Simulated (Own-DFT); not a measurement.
# Point defects and the pressure they add: 2H SiC

Everything here is calculated. The program is Own-DFT (plane waves, in-house, since retired, never reviewed by a person); positions were held fixed, and spin and spin-orbit coupling were off.

Method: PBE; PseudoDojo norm-conserving scalar-relativistic files; cutoff 42 hartree; 4 x 4 x 3 k mesh centred on Gamma; Fermi-Dirac smearing of 0.1 eV.

Caveats (not all hold for every row): not probed for a lower state with spin; forces on such cells moved up to 12 meV/angstrom on a denser k mesh; forces on such cells passed a denser k mesh, each cell not checked; stress not checked against mesh or cutoff.

All runs share one cell, with vectors in Å (9.248, 0.000, 0.000); (-4.624, 8.009, 0.000); (0.000, 0.000, 10.068) and a volume of 745.7 Å³. The atoms are randomly displaced, by u rms on each axis. The defect's site can differ from row to row.

```
                    cell     formula   u (Å)  P (GPa)
               no defect     C36Si36  0.0285     3.79
               no defect     C36Si36  0.0318     3.83
               no defect     C36Si36  0.0604     6.49
      one C on a Si site     C37Si35  0.0290     1.71
      one C on a Si site     C37Si35  0.0321     2.06
      one C on a Si site     C37Si35  0.0488     3.42
      one C on a Si site     C37Si35  0.0515        ?
      one Si on a C site     C35Si37  0.0305    10.33
      one Si on a C site     C35Si37  0.0475    11.18
      one Si on a C site     C35Si37  0.0517    11.86
           one C vacancy     C35Si36  0.0285     3.72
           one C vacancy     C35Si36  0.0320     3.76
           one C vacancy     C35Si36  0.0327     3.95
two Al on a Si site each  Al2C36Si34  0.0305     5.92
two Al on a Si site each  Al2C36Si34  0.0477     7.42
two Al on a Si site each  Al2C36Si34  0.0509     7.33
```

## Working it out

P = P0 + c u² + a shift for each defect gives P0 = 2.96 GPa, c = 954 ± 51 GPa/Å² and a scatter of 0.16 GPa. The shifts, and each times the cell's volume:

- one Si on a C site: 6.30 ± 0.13 GPa, 29.3 eV
- two Al on a Si site each: 2.08 ± 0.13 GPa, 9.7 eV (4.9 eV for each of its 2 sites)
- one C vacancy: -0.07 ± 0.14 GPa, -0.3 eV (not resolved)
- one C on a Si site: -1.92 ± 0.13 GPa, -8.9 eV

Positive is outwards. The product with the volume (160.2 GPa Å³ to the eV) is nearly free of the cell's size; divided by the bulk modulus at the cell's pressure it gives the volume that the defect adds. The atoms around the defects weren't relaxed, which would change these numbers.

## The run left out

The question: what pressure belongs in the blank (one C on a Si site, u = 0.0515 Å)?

The fitted form gives 3.57 ± 0.19 GPa. The calculation gave 3.33 GPa.
